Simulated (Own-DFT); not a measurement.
# One trend across several semiconductors

The numbers are computed, not measured, by runs of the plane-wave DFT program Own-DFT (in-house, retired, unreviewed) at fixed positions, with no spin and no spin-orbit coupling.

Keep in mind (not all hold for every row): forces on such cells moved up to 12 meV/angstrom on a denser k mesh; forces not confirmed at this smearing and k mesh; k mesh not checked against a denser one; forces on such cells passed a denser k mesh, each cell not checked; stress not checked against mesh or cutoff.

All runs are PBE with PseudoDojo norm-conserving files; cutoff and k mesh are each material's own. Every cell starts from measured lattice constants and was given uniform random strains and small random moves of its atoms. Each triple is the change of volume in per cent, the rms move u in Å and the pressure in GPa.

- 3C SiC (C48Si48), 10.36 Å³/atom unstrained: (-2.67, 0.050, 12.01); (-1.68, 0.052, 9.87); (-1.05, 0.051, 8.02); (0.58, 0.047, 4.26); (0.72, 0.051, 3.89); (2.22, 0.049, 0.46); (3.43, 0.055, -1.16)
- wurtzite GaN (Ga36N36), 11.42 Å³/atom unstrained: (-3.23, 0.050, 14.56); (-2.50, 0.050, 12.13); (-0.04, 0.045, 6.97); (0.69, 0.049, 6.43); (1.17, 0.054, 5.63); (3.21, 0.053, 1.66); (3.68, 0.049, 0.27)
- diamond silicon (Si64), 20.02 Å³/atom unstrained: (-3.02, 0.050, 5.80); (-1.80, 0.052, 4.51); (0.36, 0.046, 2.29); (0.41, 0.056, 2.50); (0.61, 0.052, 2.16); (0.62, 0.054, 2.07); (1.93, 0.051, 0.75)
- zincblende GaAs (As32Ga32), 22.58 Å³/atom unstrained: withheld
- zincblende InP (In48P48), 25.27 Å³/atom unstrained: (-3.90, 0.052, 6.95); (-1.50, 0.048, 4.88); (-0.04, 0.049, 3.71); (0.44, 0.050, 3.47); (0.88, 0.058, 3.21); (1.22, 0.050, 2.76); (2.08, 0.048, 2.13)
- grey tin (Sn64), 34.15 Å³/atom unstrained: (-1.61, 0.052, 4.58); (-1.14, 0.047, 4.32); (-0.89, 0.054, 4.29); (-0.72, 0.051, 4.05); (0.61, 0.054, 3.50); (0.71, 0.046, 3.43); (1.26, 0.048, 3.14)

## Analysis

Fit a line to each set against the fractional change of volume; B is minus its slope, and u is nearly the same within a set. To take it to zero pressure, assume that B rises by 4 GPa for each GPa: B0 = B - 4 x (mean pressure). The bond length of an ideal tetrahedral crystal with the unstrained volume v is d = (√3/4)(8 v)^(1/3). Cohen's empirical rule reads B0 = (1971 - 220 L) d^(-3.5) GPa, with L = 0 for group IV crystals and SiC and 1 for III-V compounds.

```
                  material  L  d (Å)  B (GPa)  mean P (GPa)  B0 (GPa)  rule (GPa)
          3C SiC (C48Si48)  0  1.888  223 ± 8           5.3   202 ± 8         213
    wurtzite GaN (Ga36N36)  1  1.950  196 ± 8           6.8   169 ± 8         169
    diamond silicon (Si64)  0  2.352  101 ± 2           2.9    90 ± 2          99
zincblende GaAs (As32Ga32)  1  2.448        ?             ?         ?          76
  zincblende InP (In48P48)  1  2.541   80 ± 2           3.9    64 ± 2          67
           grey tin (Sn64)  0  2.810   49 ± 2           3.9    34 ± 2          53
```

A line through ln[B0/(1971 - 220 L)] against ln d has a slope of -4.3 ± 0.4 and a scatter of 15 %. Against the rule, B0 stands at 95 % for 3C SiC, 100 % for wurtzite GaN, 91 % for diamond silicon, 96 % for zincblende InP, 64 % for grey tin. PBE tends to make silicon and heavier crystals too soft, and the rule itself is only a guide.

## Withheld run

The question: what B0 does the fitted trend give for zincblende GaAs (As32Ga32)?

The straight line predicts 63 GPa. Its own runs give B = 76 ± 1 GPa at a mean pressure of 3.1 GPa, so B0 = 64 GPa.
